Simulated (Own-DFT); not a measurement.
# Shaking the atoms of grey tin, 64 atoms (Sn64)

These are calculations, not measurements. They come from Own-DFT, an in-house plane-wave density functional program, since retired, whose code no person has reviewed. Each row is one single-point run on a periodic cell that was not relaxed, without spin or spin-orbit coupling.

Settings of every run: PBE; PseudoDojo norm-conserving scalar-relativistic files; cutoff 42 hartree; 3 x 3 x 3 k mesh centred on Gamma; cold (Marzari-Vanderbilt) smearing of 0.2 eV.

Known limits: forces on such cells moved up to 12 meV/angstrom on a denser k mesh; stress not checked against mesh or cutoff.

Cell vectors in Å: (12.978, 0.000, 0.000); (0.000, 12.978, 0.000); (0.000, 0.000, 12.978). In each run every atom was moved at random and independently from its ideal site; u is the rms move along one axis. E is the free energy for each atom above the fitted value at u = 0, and F the rms of the force components.

| run | u (Å) | E (meV/atom) | F (eV/Å) | largest force (eV/Å) | P (GPa) |
|---|---|---|---|---|---|
| 1 | 0.0194 | 4.0 | 0.206 | 0.63 | 3.38 |
| 2 | 0.0205 | 5.7 | 0.243 | 0.77 | 3.39 |
| 3 | 0.0484 | ? | ? | ? | ? |
| 4 | 0.0542 | 39.0 | 0.610 | 2.05 | 3.70 |
| 5 | 0.0546 | 36.2 | 0.587 | 2.31 | 3.67 |
| 6 | 0.0979 | 127.0 | 1.168 | 4.52 | 4.55 |
| 7 | 0.1010 | 125.6 | 1.136 | 5.20 | 4.47 |
| 8 | 0.1032 | 117.0 | 1.053 | 4.36 | 4.39 |
| 9 | 0.1389 | 229.4 | 1.534 | 5.68 | 5.48 |

## Worked fit

For small independent moves the energy grows as E = (3/2) K u², with K the mean stiffness felt by one atom. The runs with u up to 0.11 Å give K = 8.2 ± 0.3 eV/Å², with residuals divided by u² + 0.0006 Å², since the noise grows with the moves. The scatter is 2.6 meV/atom at u = 0.05 Å. The forces follow F = G u with G = 11.1 eV/Å²; no force at u = 0 is resolved. G exceeds K because the moves of its neighbours add to the force on an atom, and stiffness differs between atoms. The pressure follows P = 3.35 + 110 u² GPa: at fixed volume, shortened bonds push harder than stretched ones pull.

## Withheld run

Question: what energy and rms force should run 3 give?

The fit gives 29 ± 3 meV/atom and about 0.54 eV/Å. The calculation gave 31.2 meV/atom and 0.565 eV/Å.
